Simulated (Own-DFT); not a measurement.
# Response to strain: wurtzite GaN, 96 atoms (Ga48N48)

Calculated results; nothing here was measured. They come from Own-DFT, an in-house plane-wave density functional program, since retired, whose code no person has reviewed. Each row is one single-point run on a periodic cell that was not relaxed, without spin or spin-orbit coupling.

Settings of every run: PBE; PseudoDojo norm-conserving scalar-relativistic files (stringent for Ga); cutoff 96 hartree; 3 x 4 x 3 k mesh centred on Gamma; Gaussian smearing of 0.01 eV.

Known limits: forces on such cells passed a denser k mesh, each cell not checked; stress not checked against mesh or cutoff.

Unstrained cell vectors in Å: (12.756, 0.000, 0.000); (-4.783, 8.285, 0.000); (0.000, 0.000, 10.370). The unstrained cell has measured lattice constants (interpolated for alloys), not those of this functional. That, the random moves and any unrelaxed bonds set the pressure at no strain. Each run strains this cell uniformly, with the atoms carried along. Every atom was also moved at random, by a Gaussian of width 0.05 Å on each axis. Strain is the symmetric tensor, in per cent. Stress is positive in tension, and the pressure is minus a third of its trace.

```
run  e_xx (%)  e_yy (%)  e_zz (%)  e_yz (%)  e_xz (%)  e_xy (%)  s_xx (GPa)  s_yy (GPa)  s_zz (GPa)  s_yz (GPa)  s_xz (GPa)  s_xy (GPa)  P (GPa)  E (meV/atom)
  1     -1.36      1.07      1.83     -1.67      0.64      0.10       -9.63       -2.11       -1.43       -3.42        1.67       -0.07     4.39          15.8
  2      1.78     -1.85     -0.03     -1.10      1.57      0.62       -1.82      -14.78       -7.26       -3.02        3.23        2.59     7.95          22.9
  3     -1.94     -2.00      0.18     -0.84     -1.12     -1.32      -21.18      -20.06       -7.89       -2.00       -3.48       -6.70    16.38          63.6
  4     -0.07     -0.59     -1.86     -1.12     -1.38     -1.07       -9.73      -10.30      -18.24       -2.06       -2.93       -3.09    12.76          40.3
  5     -0.39     -1.90     -0.69     -0.32     -0.13     -1.20      -11.71      -14.50      -14.94       -0.26        0.91       -3.88    13.72          43.5
  6      0.53     -1.20     -0.06     -0.83     -1.81      1.04       -6.39      -11.69       -8.17       -1.81       -3.32        3.77     8.75          21.7
  7      0.18     -0.49      0.11      0.96     -0.51      1.95       -6.98       -9.49       -6.79        1.33       -1.23        6.98     7.75          18.2
  8      0.03      1.81     -1.60     -1.11     -0.65      1.49       -7.05       -2.20      -14.20       -2.53       -1.52        6.30     7.81          41.2
  9      1.28     -1.27     -1.79     -0.70      1.01     -1.27       -4.25      -14.22      -16.29       -1.01        2.70       -4.85    11.59          47.0
 10      1.74     -1.84      1.89      1.81      1.22      1.10       -1.84       -9.54       -0.49        3.02        2.50        3.37     3.96          17.9
 11     -0.01     -1.99      0.50      0.83      0.84      1.03       -8.08      -15.50       -7.18        1.79        1.68        2.99    10.25          25.1
 12     -1.30     -1.55      1.85      1.87     -0.22     -0.14      -13.64      -13.37       -1.09        4.59       -0.58       -1.08     9.37          23.6
 13      1.22      0.11      1.59     -1.17     -1.06      0.11       -0.12       -5.17        0.33       -2.41       -1.90        0.58     1.66           0.0
 14      0.11      0.39      1.92     -1.55      0.24     -1.55       -5.82       -3.45        1.46       -3.05        1.32       -4.81     2.60           2.1
 15      1.78     -0.60     -1.92     -0.45      0.04     -0.70       -2.16       -8.82      -15.18       -0.82        0.13       -2.99     8.72          15.3
 16     -0.16     -0.47      1.81     -0.26     -1.64      1.78           ?           ?           ?           ?           ?           ?        ?             ?
```

E is the free energy for each atom above the lowest run shown.

## Worked fit

Each stress component was fitted by least squares to a constant and the strains of the runs shown, as fractions, with shears doubled. Shear strains stay in the fit of a normal stress only where such slopes are resolved. The slopes, in GPa:

| stress | at no strain | per e_xx | per e_yy | per e_zz | scatter |
|---|---|---|---|---|---|
| s_xx | -7.5 | 457 ± 27 | 135 ± 26 | 79 ± 21 | 1.14 |
| s_yy | -7.5 | 122 ± 33 | 418 ± 32 | 101 ± 26 | 1.41 |
| s_zz | -8.1 | 70 ± 29 | 54 ± 28 | 457 ± 23 | 1.24 |

Each shear stress against twice its own strain: yz 113 ± 6, xz 106 ± 9, xy 179 ± 11 GPa. These are stiffnesses along x, y and z of the frame in which the cell vectors are given, which need not be the crystal's axes. The atoms are held to the strained lattice; where symmetry lets them move under strain, relaxing them would lower some slopes. The table should be nearly symmetric about its diagonal, and what it lacks of that shows the noise. A ninth of its sum, 210 ± 6 GPa, estimates the bulk modulus near the mean pressure of these runs, 8.5 GPa, so it lies above the value at zero pressure.

## Withheld run

Question: what normal stresses and pressure should run 16 give?

The fit gives s_xx = -7.4, s_yy = -7.8, s_zz = -0.2 and P = 5.2 GPa. The calculation gave -8.48, -6.92, -0.22 and P = 5.20 GPa.
